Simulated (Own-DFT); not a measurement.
## Calculated data, GaN (wurtzite, atoms displaced)

All values are calculated (Own-DFT development build). A calculation, not a measurement: plane-wave PBE density functional theory by an unreviewed code, no spin, of a simulated periodic cell, stress positive in tension, free energy of the whole cell less one offset for each atom, forces on such cells passed a denser k mesh, this cell's mesh not checked; offsets are fitted by least squares, one for each functional and potential file, so energies compare only between cells with the same atoms and settings and are not formation energies; the far tail of each file's local potential was reset to the Coulomb form; each entry is a single point on an unrelaxed cell, so the pressure reflects the starting lattice, mostly measured values (interpolated for alloys), from which strain is counted, and rises with the displacements; printed positions are rounded, which can move forces by about a meV/angstrom; the program, named Own-DFT, is a retired in-house code; no spin-orbit coupling.

Settings shared by all entries: functional PBE; potential files PseudoDojo norm-conserving, scalar-relativistic, standard set with the stringent files for Ga; wave cutoff 96 hartree; occupations Gaussian; smearing width 0.01 eV; k mesh 3 x 4 x 3 centred on Gamma.

(1) 
```cif
# cell vector a (Å): 12.7560 0.0000 0.0000
# cell vector b (Å): -4.7835 8.2853 0.0000
# cell vector c (Å): 0.0000 0.0000 10.3700
data_GaN
_symmetry_space_group_name_H-M 'P 1'
_symmetry_Int_Tables_number 1
_cell_length_a 12.7560
_cell_length_b 9.5670
_cell_length_c 10.3700
_cell_angle_alpha 90.000
_cell_angle_beta 90.000
_cell_angle_gamma 120.000
_cell_volume 1095.98
loop_
_atom_site_label
_atom_site_type_symbol
_atom_site_fract_x
_atom_site_fract_y
_atom_site_fract_z
_atom_site_occupancy
Ga1 Ga 0.08578 0.22367 0.00347 1
Ga2 Ga 0.16553 0.11926 0.24292 1
N1 N 0.08158 0.22937 0.18419 1
N2 N 0.16962 0.10771 0.44969 1
Ga3 Ga 0.08061 0.22387 0.49695 1
Ga4 Ga 0.16933 0.10231 0.75212 1
N3 N 0.08606 0.22025 0.69105 1
N4 N 0.15679 0.09605 0.93891 1
Ga5 Ga 0.08094 0.56273 0.00134 1
Ga6 Ga 0.17015 0.45327 0.25478 1
N5 N 0.08202 0.55644 0.18040 1
N6 N 0.16841 0.44255 0.43856 1
Ga7 Ga 0.09363 0.56448 0.49261 1
Ga8 Ga 0.16549 0.44539 0.74965 1
N7 N 0.08576 0.55357 0.69056 1
N8 N 0.16822 0.44426 0.94797 1
Ga9 Ga 0.09104 0.90000 0.00507 1
Ga10 Ga 0.17031 0.77747 0.24928 1
N9 N 0.08001 0.88861 0.18962 1
N10 N 0.16914 0.78131 0.43835 1
Ga11 Ga 0.09214 0.88694 0.50439 1
Ga12 Ga 0.17200 0.78381 0.75099 1
N11 N 0.08907 0.89649 0.69552 1
N12 N 0.16832 0.78130 0.94407 1
Ga13 Ga 0.32623 0.22349 0.99230 1
Ga14 Ga 0.41965 0.10499 0.25336 1
N13 N 0.33105 0.22087 0.18994 1
N14 N 0.40614 0.11007 0.44420 1
Ga15 Ga 0.34571 0.22691 0.51119 1
Ga16 Ga 0.41503 0.11768 0.74783 1
N15 N 0.34312 0.23691 0.68589 1
N16 N 0.41667 0.11297 0.93700 1
Ga17 Ga 0.33228 0.56222 0.01188 1
Ga18 Ga 0.41986 0.44812 0.25139 1
N17 N 0.33497 0.55331 0.18517 1
N18 N 0.42375 0.45922 0.43212 1
Ga19 Ga 0.32505 0.54615 0.49908 1
Ga20 Ga 0.40829 0.43578 0.75285 1
N19 N 0.33242 0.54583 0.68741 1
N20 N 0.40973 0.43593 0.93564 1
Ga21 Ga 0.33682 0.88909 0.99161 1
Ga22 Ga 0.41300 0.76733 0.25188 1
N21 N 0.33302 0.87813 0.19811 1
N22 N 0.42141 0.77214 0.43122 1
Ga23 Ga 0.33462 0.89666 0.49282 1
Ga24 Ga 0.41144 0.77184 0.74539 1
N23 N 0.33565 0.88757 0.68453 1
N24 N 0.41376 0.77763 0.94553 1
Ga25 Ga 0.58309 0.22276 0.00631 1
Ga26 Ga 0.66940 0.11251 0.24186 1
N25 N 0.58488 0.22115 0.19033 1
N26 N 0.67305 0.11645 0.44017 1
Ga27 Ga 0.58496 0.22510 0.49481 1
Ga28 Ga 0.66579 0.10411 0.75515 1
N27 N 0.57945 0.21502 0.69279 1
N28 N 0.66047 0.11179 0.93841 1
Ga29 Ga 0.58451 0.56122 0.99873 1
Ga30 Ga 0.66485 0.43593 0.24689 1
N29 N 0.58482 0.55359 0.18573 1
N30 N 0.66545 0.44596 0.44155 1
Ga31 Ga 0.58981 0.56986 0.50267 1
Ga32 Ga 0.66934 0.43936 0.74648 1
N31 N 0.58355 0.56018 0.68609 1
N32 N 0.67131 0.45011 0.94578 1
Ga33 Ga 0.58430 0.88967 0.00255 1
Ga34 Ga 0.66930 0.77679 0.25350 1
N33 N 0.57942 0.88768 0.18281 1
N34 N 0.66713 0.77875 0.43851 1
Ga35 Ga 0.59078 0.89672 0.50241 1
Ga36 Ga 0.67157 0.78263 0.74928 1
N35 N 0.58517 0.88645 0.69780 1
N36 N 0.65946 0.77112 0.94017 1
Ga37 Ga 0.83542 0.21425 0.99841 1
Ga38 Ga 0.91801 0.11196 0.25269 1
N37 N 0.82591 0.21839 0.19601 1
N38 N 0.91649 0.11546 0.43254 1
Ga39 Ga 0.83165 0.21886 0.49512 1
Ga40 Ga 0.92068 0.11065 0.75019 1
N39 N 0.83294 0.21746 0.69274 1
N40 N 0.91955 0.11273 0.93027 1
Ga41 Ga 0.83322 0.56548 0.99984 1
Ga42 Ga 0.91828 0.44739 0.25046 1
N41 N 0.83514 0.55662 0.19085 1
N42 N 0.91432 0.44488 0.44291 1
Ga43 Ga 0.84304 0.56610 0.49992 1
Ga44 Ga 0.91458 0.44750 0.75684 1
N43 N 0.83344 0.55589 0.68787 1
N44 N 0.91337 0.44120 0.94071 1
Ga45 Ga 0.82882 0.88744 0.99588 1
Ga46 Ga 0.91489 0.77986 0.25591 1
N45 N 0.83116 0.88442 0.18212 1
N46 N 0.91949 0.78201 0.44431 1
Ga47 Ga 0.82229 0.87975 0.50670 1
Ga48 Ga 0.91153 0.77379 0.74892 1
N47 N 0.83116 0.89363 0.67834 1
N48 N 0.91490 0.77103 0.94504 1
_calc_free_energy_of_cell_above_offsets '-4.526'  # eV
_calc_pressure 7.1  # GPa
_calc_stress_xx -5.72  # GPa
_calc_stress_yy -7.83  # GPa
_calc_stress_zz -7.74  # GPa
_calc_stress_yz 0.39  # GPa
_calc_stress_xz 0.31  # GPa
_calc_stress_xy 0.37  # GPa
```

Force:
```
element  x (eV/Å)  y (eV/Å)  z (eV/Å)
     Ga    -0.515     0.104    -1.237
     Ga      0.75    -0.907     1.845
      N     0.152    -0.074     1.312
      N    -0.398     1.168    -1.179
     Ga     1.129    -1.461     1.005
     Ga    -1.024      2.53    -0.327
      N     0.148     0.125    -0.373
      N      0.23     3.429    -0.867
     Ga     0.621    -1.074     -1.25
     Ga    -0.165    -0.658      -1.6
      N     0.393     0.034     2.417
      N     -1.16     0.017    -0.591
     Ga    -1.527    -1.343     1.628
     Ga     0.633    -0.703     1.147
      N     -0.98     0.972    -0.621
      N    -0.641     0.376    -1.196
     Ga    -0.675    -3.551     0.633
     Ga    -1.444     0.277    -0.412
      N     0.587     0.317      0.57
      N     0.619    -0.635    -0.571
     Ga    -2.089     1.093     0.107
     Ga    -0.166    -1.097     0.369
      N    -0.292    -2.592     -1.01
      N    -0.003     0.243    -0.833
     Ga     1.162    -0.836     1.652
     Ga    -1.557     0.189    -0.441
      N     0.729     0.087    -0.657
      N     3.381     0.225    -1.642
     Ga    -3.313     1.738    -2.446
     Ga     1.335    -0.852     0.592
      N    -0.736    -2.895     1.344
      N    -0.453     0.049     0.217
     Ga     0.383      -0.9    -2.871
     Ga     0.361     -0.84    -0.621
      N    -0.381    -0.392     2.264
      N      0.06    -1.273     1.564
     Ga     2.383     1.406     0.458
     Ga     1.236     2.895     0.387
      N     -1.18     1.039    -0.266
      N      0.06     1.736      0.72
     Ga    -0.945     0.696     1.553
     Ga     0.985     0.887    -0.615
      N    -0.256     1.363    -1.364
      N    -0.935     0.768     2.189
     Ga     1.545    -1.722     0.786
     Ga     1.049    -0.146     0.812
      N    -0.611     0.681    -0.074
      N     1.193    -0.372    -1.561
     Ga    -0.476     0.607    -1.257
     Ga    -1.236    -1.654     1.453
      N    -0.586     -0.77     0.288
      N    -1.721    -0.928    -0.977
     Ga    -0.015    -0.225     1.172
     Ga    -0.329     0.931    -0.575
      N     0.617     0.502    -0.999
      N     1.413     -0.26     0.862
     Ga    -0.177    -2.037     0.128
     Ga     0.023     1.739     0.835
      N    -0.126      0.27     0.405
      N     0.469     0.455    -0.549
     Ga    -0.437     -2.22    -0.124
     Ga     -1.39     0.195      0.71
      N     0.454    -0.499     1.042
      N    -0.972    -0.919    -1.173
     Ga    -0.709    -0.012    -0.881
     Ga    -0.781    -0.044    -1.182
      N      0.79    -0.173      1.61
      N     -0.38     0.903     -0.54
     Ga    -1.162     -0.66     0.213
     Ga    -0.637    -1.274     0.614
      N    -0.873    -0.229    -1.382
      N     0.632     1.679    -0.954
     Ga     -1.35     0.891     0.374
     Ga    -0.568     -0.46    -1.177
      N     2.671     1.168     -1.72
      N     0.361     -0.96     1.243
     Ga     0.723     1.273     1.563
     Ga    -0.319     0.633    -1.161
      N    -0.213     0.571    -0.585
      N      0.12    -0.853     1.712
     Ga     0.972    -2.195     1.268
     Ga    -0.373    -0.295     0.159
      N    -0.376     0.013     0.085
      N     1.548     0.379    -0.717
     Ga    -1.096    -1.318    -0.044
     Ga     1.016    -0.834    -0.963
      N     0.264     0.222    -0.021
      N     0.015     0.274     0.487
     Ga     0.742    -0.114     0.162
     Ga     0.398    -0.286    -0.511
      N    -0.044     0.904     0.943
      N    -0.118     0.631    -0.127
     Ga      2.06     1.562    -2.705
     Ga     0.557     0.834     0.661
      N     1.077    -0.335     3.193
      N    -0.136     2.799    -1.798
```

(2) 
```cif
# cell vector a (Å): 12.7560 0.0000 0.0000
# cell vector b (Å): -4.7835 8.2853 0.0000
# cell vector c (Å): 0.0000 0.0000 10.3700
data_GaN
_symmetry_space_group_name_H-M 'P 1'
_symmetry_Int_Tables_number 1
_cell_length_a 12.7560
_cell_length_b 9.5670
_cell_length_c 10.3700
_cell_angle_alpha 90.000
_cell_angle_beta 90.000
_cell_angle_gamma 120.000
_cell_volume 1095.98
loop_
_atom_site_label
_atom_site_type_symbol
_atom_site_fract_x
_atom_site_fract_y
_atom_site_fract_z
_atom_site_occupancy
Ga1 Ga 0.08503 0.21580 0.00388 1
Ga2 Ga 0.16198 0.10887 0.24687 1
N1 N 0.08401 0.21901 0.18812 1
N2 N 0.16752 0.11421 0.43732 1
Ga3 Ga 0.07887 0.22524 0.50474 1
Ga4 Ga 0.17137 0.11662 0.75144 1
N3 N 0.07750 0.21305 0.68560 1
N4 N 0.16377 0.11114 0.94444 1
Ga5 Ga 0.08994 0.55156 0.00137 1
Ga6 Ga 0.16473 0.43481 0.24985 1
N5 N 0.07986 0.56058 0.18871 1
N6 N 0.16523 0.43904 0.43537 1
Ga7 Ga 0.08783 0.55533 0.50207 1
Ga8 Ga 0.16517 0.44253 0.75052 1
N7 N 0.08056 0.55584 0.69224 1
N8 N 0.16454 0.43750 0.93581 1
Ga9 Ga 0.08157 0.89017 0.99910 1
Ga10 Ga 0.16027 0.77513 0.24283 1
N9 N 0.08698 0.90084 0.18751 1
N10 N 0.16895 0.77274 0.43318 1
Ga11 Ga 0.08412 0.89394 0.50453 1
Ga12 Ga 0.15936 0.77962 0.75139 1
N11 N 0.08491 0.90367 0.68825 1
N12 N 0.16801 0.77356 0.93840 1
Ga13 Ga 0.34299 0.23410 0.00464 1
Ga14 Ga 0.40724 0.10287 0.25378 1
N13 N 0.33812 0.23916 0.19060 1
N14 N 0.41979 0.11506 0.43826 1
Ga15 Ga 0.33634 0.23209 0.49886 1
Ga16 Ga 0.41608 0.10958 0.73931 1
N15 N 0.33400 0.22932 0.68446 1
N16 N 0.40950 0.10509 0.94048 1
Ga17 Ga 0.34417 0.56477 0.98940 1
Ga18 Ga 0.40757 0.44100 0.25534 1
N17 N 0.32861 0.54921 0.18592 1
N18 N 0.41098 0.43822 0.44124 1
Ga19 Ga 0.33467 0.55483 0.50235 1
Ga20 Ga 0.42161 0.44476 0.75174 1
N19 N 0.33386 0.56332 0.69859 1
N20 N 0.42377 0.44399 0.93396 1
Ga21 Ga 0.33844 0.88941 0.99843 1
Ga22 Ga 0.41787 0.77861 0.25033 1
N21 N 0.33357 0.88426 0.19353 1
N22 N 0.41551 0.77610 0.43650 1
Ga23 Ga 0.32997 0.88070 0.50605 1
Ga24 Ga 0.42193 0.78311 0.74994 1
N23 N 0.33217 0.89271 0.68572 1
N24 N 0.42035 0.77448 0.93228 1
Ga25 Ga 0.58602 0.23222 0.00089 1
Ga26 Ga 0.66738 0.10823 0.25143 1
N25 N 0.57409 0.21635 0.18371 1
N26 N 0.65639 0.10032 0.44104 1
Ga27 Ga 0.58220 0.21136 0.49776 1
Ga28 Ga 0.66104 0.11290 0.73833 1
N27 N 0.58086 0.21702 0.68216 1
N28 N 0.66531 0.10733 0.94641 1
Ga29 Ga 0.57975 0.54853 0.00296 1
Ga30 Ga 0.66365 0.44109 0.25480 1
N29 N 0.58484 0.55294 0.18696 1
N30 N 0.67028 0.43365 0.44088 1
Ga31 Ga 0.59775 0.57315 0.49279 1
Ga32 Ga 0.66925 0.44708 0.74716 1
N31 N 0.58215 0.54974 0.69171 1
N32 N 0.65322 0.44440 0.94472 1
Ga33 Ga 0.58871 0.89761 0.00380 1
Ga34 Ga 0.66207 0.77592 0.24308 1
N33 N 0.58486 0.89181 0.19073 1
N34 N 0.66033 0.76274 0.43437 1
Ga35 Ga 0.57816 0.88367 0.50072 1
Ga36 Ga 0.67000 0.77855 0.74908 1
N35 N 0.57656 0.88313 0.67979 1
N36 N 0.66976 0.78527 0.93965 1
Ga37 Ga 0.83012 0.22336 0.00049 1
Ga38 Ga 0.91067 0.10596 0.25094 1
N37 N 0.83345 0.21536 0.18805 1
N38 N 0.91234 0.11373 0.43880 1
Ga39 Ga 0.83884 0.22877 0.50089 1
Ga40 Ga 0.91355 0.10703 0.75489 1
N39 N 0.83564 0.22407 0.68551 1
N40 N 0.91519 0.10916 0.93492 1
Ga41 Ga 0.82716 0.54604 0.00611 1
Ga42 Ga 0.92098 0.44377 0.25542 1
N41 N 0.83341 0.55659 0.19498 1
N42 N 0.91221 0.44166 0.44153 1
Ga43 Ga 0.83350 0.55204 0.49227 1
Ga44 Ga 0.92004 0.44558 0.74641 1
N43 N 0.83102 0.54670 0.68905 1
N44 N 0.91240 0.44184 0.93575 1
Ga45 Ga 0.83053 0.89055 0.00147 1
Ga46 Ga 0.91921 0.77786 0.25146 1
N45 N 0.83553 0.88888 0.19388 1
N46 N 0.91467 0.78064 0.43396 1
Ga47 Ga 0.82756 0.88777 0.49819 1
Ga48 Ga 0.91656 0.77990 0.75791 1
N47 N 0.83159 0.88381 0.68368 1
N48 N 0.91269 0.77471 0.93988 1
_calc_free_energy_of_cell_above_offsets '-5.496'  # eV
_calc_pressure 6.98  # GPa
_calc_stress_xx -5.14  # GPa
_calc_stress_yy -8.59  # GPa
_calc_stress_zz -7.22  # GPa
_calc_stress_yz 0.54  # GPa
_calc_stress_xz 0.36  # GPa
_calc_stress_xy 0.77  # GPa
```

Force:
```
element  x (eV/Å)  y (eV/Å)  z (eV/Å)
     Ga    -1.489     0.784    -0.524
     Ga     1.178     1.446     1.235
      N    -1.481    -0.026     0.159
      N     -0.36    -0.107     0.083
     Ga     0.913    -1.017    -1.012
     Ga    -0.449     0.641     0.531
      N     0.129     1.109     1.066
      N     1.735     0.041    -1.123
     Ga    -1.522     0.042    -0.306
     Ga    -0.569     1.097    -0.352
      N     1.245    -1.398     -0.34
      N    -0.062     0.592     0.712
     Ga    -0.676     0.069    -0.293
     Ga    -0.012    -0.269    -0.106
      N     1.052     0.541    -0.884
      N     0.883     0.225      0.56
     Ga     0.562    -0.513    -0.012
     Ga     0.936     0.994     0.867
      N     0.063    -2.085    -0.503
      N    -1.197     0.359     0.679
     Ga     0.162    -0.245    -1.311
     Ga     0.976     0.235    -0.019
      N     0.195    -1.841     0.597
      N    -0.474     0.369     0.275
     Ga    -0.807    -1.584    -0.125
     Ga     0.403     1.016    -0.419
      N    -0.006    -3.222    -0.461
      N    -0.965    -0.914     0.507
     Ga      0.17    -2.261     0.066
     Ga    -0.776     0.645     1.461
      N     0.391    -0.499     0.632
      N     0.908     0.992    -1.048
     Ga    -0.858    -2.164      1.16
     Ga     1.148     1.827     0.174
      N     0.119      1.26    -0.571
      N     0.948     2.621    -0.396
     Ga    -0.338     0.036     0.437
     Ga    -0.964     0.172     -0.79
      N     0.447    -1.176    -1.293
      N    -1.531     0.316     0.406
     Ga    -0.506     -0.37     0.445
     Ga    -0.251     -0.82    -0.038
      N     -0.84     0.005    -1.191
      N    -0.054    -0.526     0.362
     Ga    -0.084         1    -1.721
     Ga    -1.392    -0.232    -0.241
      N    -0.074    -1.133     1.039
      N    -0.105     1.783     0.953
     Ga    -0.428     -2.17     -0.14
     Ga    -1.072     0.899     0.065
      N     1.068      0.32     1.343
      N     2.358      0.38    -0.792
     Ga    -1.145     1.054    -0.183
     Ga     1.918    -0.661     1.484
      N    -0.624      1.12     0.776
      N    -0.882     1.591    -1.935
     Ga    -0.972     2.565      0.59
     Ga     0.183    -0.566    -0.531
      N    -1.089     0.201      0.86
      N    -1.504     0.749    -0.211
     Ga    -0.369    -6.666     2.483
     Ga    -0.299    -0.773     0.548
      N      0.41     1.357    -1.242
      N     3.705    -0.269    -1.999
     Ga    -0.249    -1.391    -0.322
     Ga     1.105    -0.449     0.352
      N    -0.301    -0.625    -0.266
      N    -0.549     5.542    -1.485
     Ga      0.44    -0.377    -1.144
     Ga    -0.878    -0.375     0.374
      N     1.647      0.84      1.39
      N    -0.531    -1.119    -0.187
     Ga     0.883    -0.079    -0.369
     Ga     1.204     0.317     0.169
      N    -0.807     1.125     0.208
      N     0.611    -0.657    -0.199
     Ga     -1.34    -1.229     0.115
     Ga     -0.07     0.072    -1.161
      N    -0.472    -0.672     0.573
      N     0.049      0.36      1.37
     Ga    -0.022     0.682    -0.389
     Ga    -1.071    -0.467    -0.662
      N     0.317    -0.683    -0.401
      N     1.692     0.572    -0.517
     Ga    -0.394     1.157     1.326
     Ga     -1.08     -0.71     0.868
      N     0.135       1.5    -0.464
      N     0.512     0.281     0.498
     Ga     0.741     0.036     0.436
     Ga    -0.285     0.262     -0.48
      N    -0.612    -0.446    -0.808
      N     0.511    -0.222     1.244
     Ga     0.701     0.237    -0.379
     Ga     0.044    -0.653    -1.391
      N    -0.051      0.38     0.494
      N      0.14     -0.16     0.763
```
